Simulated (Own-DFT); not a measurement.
# Point defects and the pressure they add: C11b WSi2

The numbers are computed, not measured, by runs of the plane-wave DFT program Own-DFT (in-house, retired, unreviewed) at fixed positions, with no spin and no spin-orbit coupling.

Method: PBE; PseudoDojo norm-conserving scalar-relativistic files; cutoff 50 hartree; 5 x 5 x 5 k mesh centred on Gamma; cold (Marzari-Vanderbilt) smearing of 0.2 eV.

Known weak points: forces on such cells failed a check on a denser k mesh; stress not checked against mesh or cutoff.

All runs share one cell, with vectors in Å (-2.148, -5.953, 3.409); (-6.444, 2.976, 1.136); (-2.553, -2.948, -6.757) and a volume of 403.2 Å³. Atoms were moved at random from their sites; u is the rms move along one axis. The defect's site can differ from row to row.

| cell | formula | u (Å) | P (GPa) |
|---|---|---|---|
| no defect | Si20W10 | 0.0226 | 4.56 |
| no defect | Si20W10 | 0.0522 | 6.07 |
| no defect | Si20W10 | 0.0562 | 6.59 |
| one W vacancy | Si20W9 | 0.0220 | 3.06 |
| one W vacancy | Si20W9 | 0.0492 | 4.80 |
| one W vacancy | Si20W9 | 0.0525 | 5.19 |
| one W on a Si site | Si19W11 | 0.0285 | 10.17 |
| one W on a Si site | Si19W11 | 0.0287 | ? |
| one W on a Si site | Si19W11 | 0.0486 | 10.90 |
| one W on a Si site | Si19W11 | 0.0508 | 10.99 |
| one Si vacancy | Si19W10 | 0.0280 | 3.12 |
| one Si vacancy | Si19W10 | 0.0300 | 3.15 |
| one Si vacancy | Si19W10 | 0.0507 | 4.26 |
| one Si on a W site | Si21W9 | 0.0253 | 6.27 |
| one Si on a W site | Si21W9 | 0.0287 | 6.37 |
| one Si on a W site | Si21W9 | 0.0519 | 7.97 |

## Analysis

P = P0 + c u² + a shift for each defect gives P0 = 4.14 GPa, c = 749 ± 50 GPa/Å² and a scatter of 0.18 GPa. The shifts, and each times the cell's volume:

- one W on a Si site: 5.11 ± 0.15 GPa, 12.9 eV
- one Si on a W site: 1.69 ± 0.15 GPa, 4.3 eV
- one W vacancy: -1.21 ± 0.15 GPa, -3.0 eV
- one Si vacancy: -1.69 ± 0.15 GPa, -4.3 eV

Positive is outwards. The product with the volume (160.2 GPa Å³ to the eV) is nearly free of the cell's size; divided by the bulk modulus at the cell's pressure it gives the volume that the defect adds. The atoms around the defects weren't relaxed, which would change these numbers.

## Test on the hidden row

The question: what pressure belongs in the blank (one W on a Si site, u = 0.0287 Å)?

Estimate: 9.86 ± 0.22 GPa. The hidden result is 9.68 GPa.
